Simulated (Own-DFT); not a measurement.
Simulation results for GaP (zincblende, strained, atoms displaced)

A calculation, not a measurement: plane-wave PBE density functional theory by an unreviewed code, no spin, of a simulated periodic cell, stress positive in tension, free energy of the whole cell less one offset for each atom, forces on such cells passed a denser k mesh, this cell's mesh not checked; offsets are fitted by least squares, one for each functional and potential file, so energies compare only between cells with the same atoms and settings and are not formation energies; the far tail of each file's local potential was reset to the Coulomb form; each entry is a single point on an unrelaxed cell, so the pressure reflects the starting lattice, mostly measured values (interpolated for alloys), from which strain is counted, and rises with the displacements; printed positions are rounded, which can move forces by about a meV/angstrom; the program, named Own-DFT, is a retired in-house code; no spin-orbit coupling. Program: Own-DFT development build.

### GaP (zincblende, strained, atoms displaced)

```
CELL_PARAMETERS angstrom
10.86200 0.00000 0.00000
0.00000 10.86200 0.00000
0.00000 0.00000 10.94390
ATOMIC_POSITIONS crystal
Ga 0.00315 0.01097 0.00470
Ga 0.98630 0.24971 0.25822
Ga 0.25235 0.00048 0.25150
Ga 0.25378 0.25109 0.00762
P 0.11754 0.11280 0.12716
P 0.12183 0.36615 0.37375
P 0.37835 0.12594 0.38407
P 0.38056 0.37491 0.12817
Ga 0.01969 0.00510 0.50621
Ga 0.00437 0.24640 0.76907
Ga 0.26504 0.00199 0.74714
Ga 0.24629 0.25139 0.50489
P 0.12585 0.12482 0.62828
P 0.13709 0.36570 0.87652
P 0.37767 0.12378 0.86276
P 0.36870 0.38170 0.64271
Ga 0.98794 0.50414 0.99879
Ga 0.99630 0.73633 0.25652
Ga 0.25115 0.49617 0.24158
Ga 0.24753 0.75173 0.00286
P 0.12855 0.63637 0.12144
P 0.12513 0.87688 0.37938
P 0.37732 0.62224 0.39253
P 0.37908 0.88639 0.12463
Ga 0.99191 0.49255 0.49366
Ga 0.00391 0.74085 0.73934
Ga 0.24726 0.49146 0.74444
Ga 0.24699 0.74435 0.50676
P 0.12902 0.62574 0.62441
P 0.12512 0.87371 0.87637
P 0.36352 0.61658 0.86080
P 0.38596 0.88542 0.62279
Ga 0.49477 0.99629 0.00894
Ga 0.49679 0.25682 0.25866
Ga 0.75363 0.99394 0.26003
Ga 0.74156 0.24984 0.99223
P 0.62373 0.13793 0.11102
P 0.62718 0.37838 0.36643
P 0.87393 0.10713 0.37901
P 0.86353 0.38647 0.12574
Ga 0.50226 0.00719 0.48317
Ga 0.50887 0.26398 0.74702
Ga 0.75029 0.99137 0.75905
Ga 0.74916 0.25659 0.50047
P 0.61834 0.12553 0.62574
P 0.62640 0.38532 0.87283
P 0.87345 0.12622 0.87632
P 0.88412 0.38343 0.62515
Ga 0.49717 0.50730 0.99770
Ga 0.49254 0.74391 0.24237
Ga 0.73821 0.50166 0.24737
Ga 0.74178 0.75224 0.00427
P 0.61816 0.60998 0.12824
P 0.62521 0.87107 0.36827
P 0.87441 0.61283 0.37274
P 0.86472 0.88352 0.12983
Ga 0.49162 0.49988 0.49937
Ga 0.50733 0.74997 0.75181
Ga 0.74903 0.49262 0.73679
Ga 0.75082 0.74808 0.50525
P 0.62725 0.63328 0.62488
P 0.63156 0.87766 0.87006
P 0.87217 0.61993 0.87063
P 0.86761 0.88396 0.62192
```

- functional: PBE
- potential files: PseudoDojo norm-conserving, scalar-relativistic, standard set
- wave cutoff: 42 hartree
- occupations: Fermi-Dirac
- smearing width: 0.1 eV
- k mesh: 3 x 3 x 3 centred on Gamma
- free energy of cell above offsets: -29.540 eV
- pressure: 4.36 GPa
- stress xx: -4.7 GPa
- stress yy: -4.3 GPa
- stress zz: -4.07 GPa
- stress yz: 0.26 GPa
- stress xz: 0.42 GPa
- stress xy: -0.31 GPa

Force:
```
element  x (eV/Å)  y (eV/Å)  z (eV/Å)
     Ga    -1.351    -2.203    -1.406
     Ga    -0.132    -0.558    -0.848
     Ga    -0.275     0.152     0.537
     Ga     0.228    -1.398    -0.157
      P     1.548     2.686     1.444
      P     0.382     0.778     -0.24
      P    -1.547       1.3    -1.619
      P    -0.209     0.114    -0.562
     Ga    -1.866    -0.795    -0.399
     Ga    -0.051     0.222     -1.65
     Ga    -1.625    -0.769    -0.083
     Ga     0.452     0.152      0.39
      P      0.61     0.786     1.213
      P    -1.219     1.332      0.83
      P     0.918     1.194     2.062
      P     1.788     -1.78    -3.349
     Ga     1.445    -0.334     0.021
     Ga     0.137     1.724    -0.559
     Ga    -0.441     0.673     1.019
     Ga     0.976     0.694    -1.142
      P    -0.834    -1.738     0.774
      P      0.41    -1.143    -0.493
      P    -1.392     0.875    -2.772
      P     -1.34    -2.274     0.882
     Ga     1.794     0.642    -0.021
     Ga    -1.064     1.344     1.185
     Ga    -2.111     1.365     1.133
     Ga     0.917     1.653    -0.235
      P    -0.776    -1.634    -0.492
      P    -0.169     0.511    -0.667
      P     1.216       1.6     1.714
      P    -0.149    -1.338    -0.521
     Ga      1.59     1.764    -2.362
     Ga     0.355    -1.032    -0.832
     Ga    -1.325     0.808    -1.122
     Ga     1.106     1.176     -0.23
      P    -0.881    -1.507     2.418
      P    -0.621    -0.265     1.961
      P     0.487      2.06     0.967
      P     0.646    -1.562    -0.237
     Ga     1.233    -1.439     1.654
     Ga    -0.502    -1.115     0.462
     Ga     0.598     1.842    -1.457
     Ga     0.357    -0.854     0.175
      P     0.994     0.211    -0.178
      P    -0.018    -0.215     0.029
      P    -0.351    -0.331     0.301
      P    -0.429    -2.198     0.639
     Ga    -0.827    -0.703    -0.903
     Ga     0.193     0.142     0.907
     Ga     1.323    -0.091      0.52
     Ga     0.658    -0.449    -0.035
      P    -0.284     2.546    -0.878
      P    -0.521    -0.606     0.392
      P    -1.113     0.898     0.274
      P     1.465    -1.513    -0.821
     Ga       1.6    -0.976     1.365
     Ga    -0.974     0.334    -0.137
     Ga    -0.121     1.236     0.719
     Ga     0.375     0.503    -1.059
      P    -0.475     -1.57    -0.195
      P    -1.907    -1.032     2.053
      P    -0.503     0.841     -0.33
      P     1.603    -0.735     -0.05
```
